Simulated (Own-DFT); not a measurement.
# Which defects push the lattice out? C40 NbSi2

No measurement is shown. These are fixed-geometry runs of a retired plane-wave code named Own-DFT, which no person has reviewed; spin and spin-orbit coupling are neglected.

Method: PBE; PseudoDojo norm-conserving scalar-relativistic files; cutoff 42 hartree; 4 x 4 x 5 k mesh centred on Gamma; cold (Marzari-Vanderbilt) smearing of 0.2 eV.

Keep in mind: forces on such cells failed a check on a denser k mesh; stress not checked against mesh or cutoff.

All runs share one cell, with vectors in Å (0.000, 8.324, 0.000); (-9.613, 0.000, 0.000); (0.000, 0.000, 6.586) and a volume of 527.0 Å³. Atoms were moved at random from their sites; u is the rms move along one axis. The defect's site can differ from row to row.

| cell | formula | u (Å) | P (GPa) |
|---|---|---|---|
| no defect | Nb12Si24 | 0.0207 | 1.52 |
| no defect | Nb12Si24 | 0.0513 | 2.77 |
| no defect | Nb12Si24 | 0.0518 | 2.90 |
| two Nb on a Si site each | Nb14Si22 | 0.0302 | 7.40 |
| two Nb on a Si site each | Nb14Si22 | 0.0310 | 7.74 |
| two Nb on a Si site each | Nb14Si22 | 0.0502 | ? |
| two Nb on a Si site each | Nb14Si22 | 0.0528 | 8.29 |
| one Si vacancy | Nb12Si23 | 0.0292 | 0.95 |
| one Si vacancy | Nb12Si23 | 0.0301 | 1.22 |
| one Si vacancy | Nb12Si23 | 0.0496 | 1.74 |
| two Si on a Nb site each | Nb10Si26 | 0.0280 | 1.51 |
| two Si on a Nb site each | Nb10Si26 | 0.0308 | 1.71 |
| two Si on a Nb site each | Nb10Si26 | 0.0501 | 2.78 |
| two Nb vacancies | Nb10Si24 | 0.0295 | -0.23 |
| two Nb vacancies | Nb10Si24 | 0.0318 | -0.45 |
| two Nb vacancies | Nb10Si24 | 0.0490 | 0.52 |

## Analysis

P = P0 + c u² + a shift for each defect gives P0 = 1.36 GPa, c = 539 ± 54 GPa/Å² and a scatter of 0.18 GPa. The shifts, and each times the cell's volume:

- two Nb on a Si site each: 5.61 ± 0.15 GPa, 18.5 eV (9.2 eV for each of its 2 sites)
- two Si on a Nb site each: -0.13 ± 0.15 GPa, -0.4 eV (-0.2 eV for each of its 2 sites) (not resolved)
- one Si vacancy: -0.82 ± 0.15 GPa, -2.7 eV
- two Nb vacancies: -2.18 ± 0.15 GPa, -7.2 eV (-3.6 eV for each of its 2 sites)

Against the defect-free cell, a freed cell would be larger where the shift is positive and smaller where it is negative (160.2 GPa Å³ is 1 eV). The atoms around the defects weren't relaxed, which would change these numbers.

## Withheld run

Asked: what pressure belongs in the blank (two Nb on a Si site each, u = 0.0502 Å)?

The fit gives 8.33 ± 0.21 GPa. The calculation gave 8.92 GPa.
